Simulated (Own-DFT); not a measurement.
# A layer strained by its substrate: wurtzite AlGaN with randomly placed atoms, 72 atoms (Al9Ga27N36)

Calculated, not measured: single-point runs of Own-DFT, a retired in-house plane-wave DFT program that no person has reviewed, on unrelaxed cells, without spin or spin-orbit coupling.

Settings: PBE; PseudoDojo norm-conserving scalar-relativistic files; cutoff 42 hartree; 4 x 4 x 3 k mesh centred on Gamma; Fermi-Dirac smearing of 0.1 eV.

Keep in mind: forces on such cells passed a denser k mesh, each cell not checked; stress not checked against mesh or cutoff.

Unstrained cell vectors in Å: (9.509, 0.000, 0.000); (-4.755, 8.235, 0.000); (0.000, 0.000, 10.268). The unstrained cell has measured lattice constants (interpolated for alloys), not those of this functional. That, the random moves and any unrelaxed bonds set the pressure at no strain. Each run strains x and y alike by e, as a substrate would, and holds the height along z. Each coordinate of each atom was shifted by a normal deviate of width 0.05 Å. The random placing of the alloy's atoms differs from row to row. Stress is positive in tension.

| e (%) | u (Å) | (s_xx + s_yy)/2 (GPa) | s_zz (GPa) |
|---|---|---|---|
| -2.75 | 0.053 | -25.56 | -12.54 |
| -2.50 | 0.049 | -22.91 | -13.54 |
| -1.50 | 0.052 | -15.81 | -11.06 |
| -0.75 | 0.052 | -11.87 | -9.17 |
| -0.25 | 0.049 | -8.18 | -9.10 |
| 0.25 | 0.054 | -6.68 | -5.98 |
| 1.00 | 0.056 | ? | ? |
| 1.25 | 0.048 | -0.69 | -6.15 |
| 1.75 | 0.049 | 1.68 | -5.18 |
| 2.25 | 0.050 | 3.81 | -6.17 |

## Working it out

With e as a fraction, the in-plane stress is -7.2 + 560 e - 3193 e² GPa (errors 11 and 721, scatter 0.52), and s_zz is -8.4 + 163 e GPa (slope ± 21, scatter 1.06). At e = 0 the first slope is C11 + C12 and the second 2 C13, both with the ions held to the strained lattice and at the cell's own pressure. The term in e² is negative: the layer stiffens under compression and softens under tension. A free layer would change its height as e changes, and the in-plane slope would drop by 2 C13²/C33 to the biaxial modulus. At fixed height, a misfit of 1 % moves the in-plane stress by about 5.6 GPa and s_zz by 1.6 GPa.

## Prediction

The question: what are the two stresses at e = 1.00 %?

The fit gives -2.0 and -6.7 GPa. DFT gave -2.50 and -6.94 GPa.
